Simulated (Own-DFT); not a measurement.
# Computed records: Si23GeO48 (quartz with substituted atoms, atoms displaced)

All values are calculated (Own-DFT development build). A calculation, not a measurement: plane-wave PBE and HSE06 DFT by an unreviewed code, no spin, of a simulated cell at Gamma alone, so results move with cell size and shape, stress positive in tension, energies less offsets, not probed for a lower state with spin; oxygen file: force components 24 meV/angstrom off all-electron in a glass; k mesh not checked against a denser one; forces and stress are PBE's, HSE06 gives the energy alone, and its difference from PBE has offsets of its own; offsets are fitted by least squares, one for each functional and potential file, so energies compare only between cells with the same atoms and settings and are not formation energies; the far tail of each file's local potential was reset to the Coulomb form; each entry is a single point on an unrelaxed cell, so the pressure reflects the starting lattice, mostly measured values (interpolated for alloys), from which strain is counted, and rises with the displacements; printed positions are rounded, which can move forces by about a meV/angstrom; the program, named Own-DFT, is a retired in-house code; no spin-orbit coupling.

Common to all runs: first functional PBE; second functional HSE06; exact exchange share 0.25; screening 0.11 1/bohr; exchange divergence Gygi-Baldereschi; potential files PseudoDojo norm-conserving, scalar-relativistic, made for PBE, standard set; wave cutoff 48 hartree; occupations fixed; k mesh 1 x 1 x 1 centred on Gamma.

(1) Si23GeO48 (quartz with substituted atoms, atoms displaced)

```
Si23GeO48
1.0
      9.8268     0.0000     0.0000
     -4.9134     8.5103     0.0000
      0.0000     0.0000    10.8104
Si O Si O Si O Si O Si O Si O Si O Si Ge Si O
3 6 3 6 3 6 3 6 3 6 3 6 3 6 1 1 1 6
Direct
  0.23173 0.00483 0.99990
  0.00002 0.23606 0.32798
  0.27316 0.25884 0.16401
  0.20770 0.13044 0.06187
  0.42625 0.29462 0.22706
  0.37533 0.07164 0.40246
  0.08047 0.36745 0.44546
  0.12781 0.20545 0.27545
  0.29284 0.43815 0.09906
  0.23537 0.00593 0.50186
  0.99162 0.23044 0.82256
  0.26107 0.25513 0.66873
  0.20597 0.12996 0.56648
  0.41750 0.29169 0.73004
  0.36511 0.07215 0.88563
  0.08366 0.36968 0.94296
  0.13987 0.21207 0.77780
  0.29123 0.42199 0.60211
  0.23143 0.49368 0.00140
  0.00072 0.73483 0.32504
  0.26948 0.76912 0.16467
  0.21325 0.64221 0.05299
  0.42259 0.78688 0.22032
  0.36043 0.57333 0.38955
  0.06907 0.87339 0.44745
  0.14259 0.70911 0.27730
  0.30048 0.92934 0.10628
  0.23227 0.50281 0.50533
  0.99107 0.74058 0.83598
  0.26856 0.76470 0.66615
  0.20355 0.64142 0.56166
  0.42104 0.79806 0.72196
  0.36474 0.57054 0.89275
  0.07519 0.86899 0.93873
  0.12765 0.70334 0.77340
  0.29661 0.93057 0.60738
  0.72732 0.99918 0.00482
  0.50898 0.24449 0.33197
  0.76409 0.26154 0.17047
  0.70628 0.14334 0.06232
  0.93458 0.28921 0.22254
  0.87278 0.07081 0.38930
  0.57789 0.36273 0.43949
  0.63839 0.21379 0.27240
  0.79812 0.42963 0.10802
  0.73440 0.00269 0.49471
  0.50458 0.23698 0.83520
  0.76774 0.26460 0.66406
  0.70488 0.13297 0.55725
  0.92633 0.29952 0.72933
  0.86012 0.07284 0.89593
  0.56148 0.35716 0.94522
  0.62768 0.20901 0.77290
  0.79991 0.42880 0.60334
  0.74059 0.50193 0.99606
  0.49770 0.73371 0.33730
  0.76080 0.76350 0.17286
  0.71243 0.64355 0.05357
  0.93078 0.80156 0.22847
  0.86656 0.56390 0.38962
  0.57041 0.86468 0.43108
  0.64431 0.71557 0.27620
  0.78949 0.92252 0.10090
  0.73494 0.50301 0.50810
  0.49861 0.73791 0.82944
  0.76118 0.75517 0.66416
  0.70047 0.62997 0.54987
  0.90972 0.78472 0.72598
  0.85584 0.57655 0.89869
  0.56850 0.85724 0.94237
  0.63264 0.71147 0.77359
  0.79062 0.92776 0.60884
```

The calculation gives: PBE energy of cell above offsets -15.102 eV; HSE06 less PBE above offsets -0.250 eV; PBE pressure 11.65 GPa; PBE stress xx -14.09 GPa; PBE stress yy -8.24 GPa; PBE stress zz -12.62 GPa; PBE stress yz -3.16 GPa; PBE stress xz -2.01 GPa; PBE stress xy 0.04 GPa.

Force:
| element | x (eV/Å) | y (eV/Å) | z (eV/Å) |
| --- | --- | --- | --- |
| Si | 5.282 | -2.708 | -1.963 |
| Si | 1.007 | 0.671 | 4.709 |
| Si | -6.968 | 3.715 | 0.951 |
| O | -2.022 | 1.238 | 0.091 |
| O | 2.567 | 0.766 | 0.857 |
| O | 0.574 | 2.331 | -2.239 |
| O | -2.333 | -2.537 | -2.062 |
| O | 5.209 | 0.103 | -3.015 |
| O | 7.049 | -6.152 | 8.267 |
| Si | 1.866 | -2.782 | -0.396 |
| Si | 3.595 | 0.2 | 6.373 |
| Si | -1.373 | 3.723 | -0.433 |
| O | -1.524 | -0.151 | -1.123 |
| O | 3.474 | 0.723 | 1.246 |
| O | -1.151 | -1.214 | 1.677 |
| O | -4.387 | -5.912 | -4.33 |
| O | -2.326 | -1.155 | 0.901 |
| O | 0.83 | -0.498 | 1.434 |
| Si | -2.054 | 7.314 | -4.189 |
| Si | 1.083 | -0.326 | 4.666 |
| Si | -1.039 | -2.046 | -1.176 |
| O | -0.565 | -0.369 | 0.101 |
| O | 3.713 | 0.422 | 2.122 |
| O | -0.08 | -0.686 | 1.013 |
| O | -0.269 | -2.053 | -2.314 |
| O | -0.982 | 0.072 | 0.019 |
| O | -1.825 | 2.265 | -1.333 |
| Si | 0.724 | 1.166 | -0.757 |
| Si | 3.451 | -1.889 | -1.72 |
| Si | -6.6 | 2.051 | 0.494 |
| O | 0.868 | -3.154 | -2.637 |
| O | 2.792 | 2.047 | -0.467 |
| O | -0.749 | -2.691 | 0.431 |
| O | -1.172 | 0.414 | 0.721 |
| O | -1.584 | 0.464 | 0.408 |
| O | -0.005 | -0.255 | 0.419 |
| Si | -0.625 | 0.082 | -1.318 |
| Si | -1.193 | -3.973 | 1.094 |
| Si | 2.008 | 4.108 | -0.865 |
| O | 0.529 | -3.29 | -2.486 |
| O | -3.759 | 1.113 | -2.635 |
| O | -1.365 | -0.59 | 0.865 |
| O | -0.131 | 2.269 | 2.237 |
| O | -0.605 | -1.12 | 1.577 |
| O | -0.086 | -0.152 | -0.015 |
| Si | 1.606 | -1.63 | 0.144 |
| Si | -4.458 | -0.57 | -0.499 |
| Si | -2.635 | -0.11 | 0.374 |
| O | -0.311 | 0.476 | 0.124 |
| O | -1.208 | 1.078 | -2.157 |
| O | 0.238 | 0.88 | -1.099 |
| O | 1.471 | 2.755 | 1.826 |
| O | 4.726 | 0.056 | -2.729 |
| O | 0.661 | -0.526 | 1.697 |
| Si | -6.096 | -3.846 | 7.191 |
| Si | -0.393 | -2.098 | -5.065 |
| Si | 2.901 | 1.378 | -5.188 |
| O | 0.41 | -0.989 | 0.737 |
| O | -0.912 | 0.423 | -1.512 |
| O | -0.524 | 1.229 | 0.384 |
| O | 0.624 | 4.137 | 3.754 |
| O | -3.952 | -1.786 | 4.003 |
| O | 0.645 | 0.054 | 1.738 |
| Si | 2.86 | -2.497 | -5.523 |
| Ge | -3.348 | -2.512 | 0.12 |
| Si | -5.93 | 1.711 | -2.025 |
| O | -2.361 | 2.843 | 2.073 |
| O | 4.661 | 0.838 | 1.979 |
| O | 4.833 | 3.635 | -6.752 |
| O | 0.148 | 5.706 | 5.456 |
| O | 6.733 | -1.55 | -3.498 |
| O | -0.24 | -0.636 | -0.756 |

(2) Si23GeO48 (quartz with substituted atoms, atoms displaced)

```
Si23GeO48
1.0
      9.8268     0.0000     0.0000
     -4.9134     8.5103     0.0000
      0.0000     0.0000    10.8104
Ge Si O Si O Si O Si O Si O Si O Si O Si O
1 2 6 3 6 3 6 3 6 3 6 3 6 3 6 3 6
Direct
  0.23673 0.99684 0.00391
  0.01140 0.23544 0.33020
  0.27223 0.26897 0.16482
  0.20634 0.12676 0.05834
  0.42331 0.29830 0.22383
  0.37084 0.06994 0.38881
  0.07467 0.36677 0.43952
  0.12907 0.20784 0.27676
  0.29767 0.42674 0.09861
  0.23170 0.99484 0.49961
  0.99099 0.22473 0.83064
  0.26157 0.26498 0.66820
  0.20221 0.12898 0.55212
  0.42004 0.29504 0.72899
  0.37095 0.08013 0.89143
  0.06294 0.35591 0.93936
  0.13456 0.21012 0.78015
  0.29041 0.43384 0.61036
  0.23317 0.50489 0.00393
  0.00058 0.73711 0.33330
  0.26354 0.76006 0.16226
  0.20742 0.62179 0.05991
  0.42918 0.80086 0.22863
  0.37026 0.57824 0.39701
  0.07284 0.86542 0.44775
  0.13364 0.71194 0.27934
  0.28559 0.92084 0.10981
  0.23393 0.49709 0.50092
  0.99139 0.73382 0.83367
  0.26093 0.74785 0.65885
  0.19826 0.63188 0.55941
  0.42556 0.78855 0.73187
  0.36729 0.58130 0.89415
  0.07044 0.87305 0.94293
  0.13638 0.70990 0.78002
  0.29174 0.92978 0.60768
  0.73317 0.00439 0.99834
  0.48168 0.22051 0.33143
  0.75913 0.26688 0.16169
  0.70919 0.13745 0.06320
  0.92864 0.29863 0.23162
  0.86353 0.06872 0.39456
  0.57095 0.37230 0.43897
  0.62952 0.21582 0.28042
  0.79498 0.42303 0.10888
  0.73745 0.99912 0.49291
  0.49715 0.23152 0.83395
  0.77083 0.26809 0.66310
  0.69983 0.11926 0.56311
  0.93114 0.29509 0.72575
  0.87289 0.07875 0.89590
  0.56638 0.36511 0.94072
  0.64334 0.20549 0.77126
  0.77569 0.41466 0.60314
  0.73783 0.50467 0.00294
  0.50730 0.73167 0.33123
  0.76425 0.77025 0.16885
  0.69496 0.62376 0.05971
  0.93009 0.79267 0.22561
  0.86999 0.57668 0.38765
  0.57938 0.86762 0.44194
  0.64123 0.70965 0.27676
  0.79703 0.93149 0.10753
  0.73483 0.50048 0.49980
  0.49513 0.73684 0.83495
  0.76673 0.76531 0.66850
  0.71302 0.63093 0.56212
  0.90966 0.78619 0.72789
  0.87462 0.58086 0.88971
  0.57644 0.86550 0.93051
  0.63016 0.70426 0.77307
  0.78876 0.91754 0.61089
```

Results for Si23GeO48 (quartz with substituted atoms, atoms displaced): PBE energy of cell above offsets -13.890 eV; HSE06 less PBE above offsets -0.352 eV; PBE pressure 12.97 GPa; PBE stress xx -13.14 GPa; PBE stress yy -15.69 GPa; PBE stress zz -10.08 GPa; PBE stress yz 1.35 GPa; PBE stress xz -0.25 GPa; PBE stress xy 1.93 GPa.

Force:
| element | x (eV/Å) | y (eV/Å) | z (eV/Å) |
| --- | --- | --- | --- |
| Ge | 1.186 | 0.145 | -5.286 |
| Si | -10.53 | 0.41 | 3.864 |
| Si | -4.921 | -2.122 | -2.421 |
| O | -5.209 | 7.42 | 4.752 |
| O | 3.689 | 0.154 | 2.169 |
| O | -2.987 | -6.177 | 3.211 |
| O | -0.172 | -0.328 | 0.067 |
| O | 9.784 | -0.992 | -5.188 |
| O | 0.655 | -0.532 | 1.44 |
| Si | 1.76 | 1.523 | 0.282 |
| Si | 1.738 | 5.078 | -0.411 |
| Si | -0.762 | -0.723 | -1.365 |
| O | -0.965 | 2.755 | 1.813 |
| O | 1.827 | -0.039 | 0.395 |
| O | 0.869 | -2.616 | -0.539 |
| O | 1.105 | 2.669 | 1.668 |
| O | 1.397 | -0.666 | -1.419 |
| O | 1.328 | -1.587 | 1.565 |
| Si | 4.549 | -8.98 | -7.639 |
| Si | -0.452 | 0.849 | 1.644 |
| Si | -0.375 | -0.282 | 3.231 |
| O | -6.345 | 7.58 | 4.843 |
| O | 0.75 | -0.898 | -0.165 |
| O | 0.034 | -0.602 | -0.278 |
| O | -1.729 | -2.235 | -2.119 |
| O | 3.392 | -0.21 | -2.458 |
| O | 4.83 | -2.922 | 5.182 |
| Si | -0.798 | 1.014 | -1.151 |
| Si | 3.286 | 5.58 | -2.02 |
| Si | -1.55 | 8.22 | 7.598 |
| O | 0.435 | -5.161 | -5.406 |
| O | -3.763 | 0.895 | -4.308 |
| O | -1.322 | -2.647 | 1.788 |
| O | -3.699 | -4.882 | -3.369 |
| O | -0.082 | 0.174 | -1.24 |
| O | 1.858 | -2.376 | 1.303 |
| Si | 1.037 | -1.152 | -0.413 |
| Si | 2.53 | 8.815 | -0.319 |
| Si | 2.405 | -1.663 | 7.082 |
| O | -0.397 | -2.378 | -2.216 |
| O | -1.125 | -0.612 | -0.855 |
| O | 3.467 | 2.867 | -3.64 |
| O | -1.057 | -1.86 | -1.487 |
| O | 2.585 | -0.275 | -2.774 |
| O | -1.909 | 4.781 | -2.787 |
| Si | 0.152 | -0.681 | 5.557 |
| Si | 2.603 | 3.277 | -2.924 |
| Si | 0.26 | -3.018 | -0.449 |
| O | -0.267 | 1.979 | 0.676 |
| O | -0.511 | 0.531 | -1.437 |
| O | -2.257 | -5.089 | 2.279 |
| O | 1.615 | 1.439 | 0.87 |
| O | -3.024 | -0.019 | 2.169 |
| O | 1.404 | 1.028 | 0.557 |
| Si | 0.652 | -2.552 | -2.494 |
| Si | -3.499 | 2.189 | 1.905 |
| Si | 2.845 | -1.051 | -2.086 |
| O | -1.03 | 3.123 | 2.226 |
| O | -1.843 | 0.77 | -1.59 |
| O | -1.124 | -2.058 | 1.747 |
| O | -1.845 | -3.233 | -2.331 |
| O | 0.551 | -1.002 | 0.162 |
| O | -0.819 | 0.347 | -0.624 |
| Si | -0.157 | -0.53 | -3.028 |
| Si | 4.058 | -2.768 | -2.334 |
| Si | -6.237 | -3.186 | -1.93 |
| O | -1.222 | 1.334 | 0.367 |
| O | 7.757 | 1.232 | 3.682 |
| O | -2.779 | -5.925 | 4.1 |
| O | 0.551 | 4.549 | 4.463 |
| O | -0.684 | -0.352 | 0.571 |
| O | -1.501 | 3.651 | -2.719 |

(3) Si23GeO48 (quartz with substituted atoms, atoms displaced)

```
Si23GeO48
1.0
      9.8268     0.0000     0.0000
     -4.9134     8.5103     0.0000
      0.0000     0.0000    10.8104
Si O Si O Si O Si O Si O Si O Si O Si Ge Si O
3 6 3 6 3 6 3 6 3 6 3 6 3 6 1 1 1 6
Direct
  0.23715 0.99820 0.99972
  0.00572 0.23774 0.33230
  0.26530 0.25739 0.16469
  0.21251 0.13284 0.05949
  0.43020 0.29512 0.22503
  0.36453 0.06775 0.40135
  0.06984 0.36385 0.43837
  0.13071 0.20646 0.28190
  0.29748 0.42543 0.10908
  0.23844 0.00837 0.50875
  0.99219 0.22872 0.83813
  0.26738 0.27314 0.67005
  0.22478 0.14697 0.56025
  0.42942 0.28493 0.72821
  0.36768 0.07453 0.88891
  0.07134 0.35765 0.93668
  0.13704 0.20295 0.77874
  0.29211 0.42382 0.60423
  0.23675 0.50244 0.99890
  0.00862 0.73623 0.34413
  0.27455 0.76917 0.16703
  0.22314 0.64199 0.06276
  0.41537 0.78810 0.21857
  0.37446 0.57716 0.39997
  0.07704 0.86412 0.44305
  0.13703 0.70856 0.27581
  0.29850 0.92894 0.10454
  0.23665 0.50083 0.50650
  0.99430 0.72417 0.83083
  0.26475 0.76457 0.66416
  0.20498 0.63361 0.56002
  0.43113 0.79634 0.72415
  0.36145 0.57179 0.89879
  0.06186 0.85801 0.93524
  0.13793 0.70495 0.76666
  0.29474 0.93282 0.61186
  0.73476 0.99242 0.99300
  0.49995 0.22499 0.33779
  0.76412 0.26710 0.16531
  0.70173 0.13312 0.05238
  0.93270 0.29430 0.22771
  0.87385 0.07601 0.38416
  0.57307 0.36391 0.43937
  0.62170 0.20459 0.27330
  0.79184 0.42631 0.10529
  0.74224 0.00506 0.50704
  0.50780 0.24419 0.83533
  0.75889 0.26897 0.66368
  0.69371 0.12414 0.56139
  0.92415 0.29206 0.71809
  0.86165 0.07155 0.89031
  0.56997 0.35898 0.93804
  0.64324 0.20751 0.77412
  0.79319 0.42578 0.61113
  0.73120 0.48794 0.99957
  0.49930 0.73051 0.33378
  0.75885 0.75107 0.16252
  0.70607 0.63575 0.05444
  0.92059 0.78369 0.23411
  0.86965 0.57564 0.38954
  0.57482 0.86912 0.44034
  0.62975 0.69753 0.27694
  0.80376 0.93321 0.10557
  0.73237 0.50565 0.49846
  0.50480 0.73684 0.83770
  0.77817 0.76833 0.67217
  0.71604 0.63141 0.56180
  0.92644 0.79050 0.72732
  0.86854 0.56701 0.89646
  0.56949 0.86192 0.93399
  0.63211 0.70728 0.76523
  0.79360 0.92899 0.61085
```

Results for Si23GeO48 (quartz with substituted atoms, atoms displaced): PBE energy of cell above offsets -15.179 eV; HSE06 less PBE above offsets -0.314 eV; PBE pressure 11.76 GPa; PBE stress xx -10.22 GPa; PBE stress yy -12.61 GPa; PBE stress zz -12.46 GPa; PBE stress yz -2.61 GPa; PBE stress xz 1.09 GPa; PBE stress xy 1.17 GPa.

Force:
| element | x (eV/Å) | y (eV/Å) | z (eV/Å) |
| --- | --- | --- | --- |
| Si | -0.63 | -1.232 | -2.5 |
| Si | -2.469 | 0.093 | 0.969 |
| Si | -1.445 | 2.058 | 3.15 |
| O | -0.867 | -1.136 | -1.151 |
| O | 0.767 | -0.85 | 1.163 |
| O | 0.992 | 0.529 | -1.523 |
| O | 1.041 | 2.975 | 2.607 |
| O | 6.089 | -0.304 | -3.811 |
| O | -0.898 | 0.094 | -0.889 |
| Si | 0.205 | -2.883 | -1.476 |
| Si | 1.023 | 1.611 | -5.801 |
| Si | 1.984 | -2.648 | 1.798 |
| O | -2.106 | 1.18 | 0.527 |
| O | -2.43 | 1.754 | -2.281 |
| O | -0.091 | -0.259 | 0.586 |
| O | 0.329 | 3.276 | 3.024 |
| O | -1.269 | 0.181 | 0.153 |
| O | 0.741 | 1.273 | 1.398 |
| Si | -1.419 | -3.056 | 3.38 |
| Si | -0.967 | -0.52 | -4.504 |
| Si | -10.44 | -0.837 | -1.935 |
| O | -1.142 | -1.921 | -2.048 |
| O | 12.31 | 1.142 | 6.614 |
| O | -1.166 | -1.907 | 0.945 |
| O | 0.163 | 3.299 | 3.351 |
| O | 1.065 | 0.15 | -0.775 |
| O | 0.086 | 0.003 | 0.364 |
| Si | -2.036 | -0.342 | -4.004 |
| Si | 2.79 | 1.019 | 0.271 |
| Si | 2.214 | 2.38 | -0.315 |
| O | -0.219 | -0.464 | -0.812 |
| O | -2.537 | 0.658 | -2.672 |
| O | 1.475 | -1.609 | -2.022 |
| O | 1.537 | 2.019 | 1.551 |
| O | -3.355 | -1.184 | 2.925 |
| O | 0.608 | -0.865 | 0.935 |
| Si | -1.867 | 0.964 | 3.833 |
| Si | -6.044 | 1.734 | 0.983 |
| Si | 1.789 | -2.824 | 1.328 |
| O | 0.668 | -0.045 | 0.549 |
| O | -3.441 | 0.644 | -2.572 |
| O | -2.318 | -2.933 | 3.436 |
| O | -0.015 | 0.614 | 0.73 |
| O | 6.905 | -0.447 | -3.792 |
| O | 0.888 | -0.062 | 1.53 |
| Si | -0.541 | -0.382 | -4.678 |
| Si | 1.517 | -7.03 | -3.802 |
| Si | 3.64 | -3.269 | -0.33 |
| O | -0.544 | 1.597 | 0.446 |
| O | 1.863 | -0.596 | 1.703 |
| O | 0.41 | -1.862 | -0.782 |
| O | 0.162 | 4.448 | 4.737 |
| O | -3.263 | -0.462 | 2.986 |
| O | -2.221 | 4.121 | -2.931 |
| Si | -1.706 | 3.232 | -0.807 |
| Si | -0.784 | 2.98 | -0.508 |
| Si | 0.721 | 4.687 | 4.111 |
| O | 0.749 | -3.745 | -3.264 |
| O | -0.421 | 0.13 | -0.768 |
| O | -1.183 | -2.8 | 2.118 |
| O | 0.539 | -0.023 | -0.455 |
| O | 0.633 | 0.093 | -1.51 |
| O | -0.257 | -1.985 | -0.049 |
| Si | 4.439 | -4.273 | -2.133 |
| Ge | -2.3 | -7.341 | -7.679 |
| Si | -6.167 | -0.68 | -3.986 |
| O | -3.054 | 4.505 | 2.775 |
| O | 4.155 | 0.769 | 1.346 |
| O | -0.397 | -1.216 | -0.297 |
| O | 0.759 | 10.28 | 10.48 |
| O | 4.719 | -1.45 | -1.398 |
| O | 2.023 | -1.044 | 1.456 |
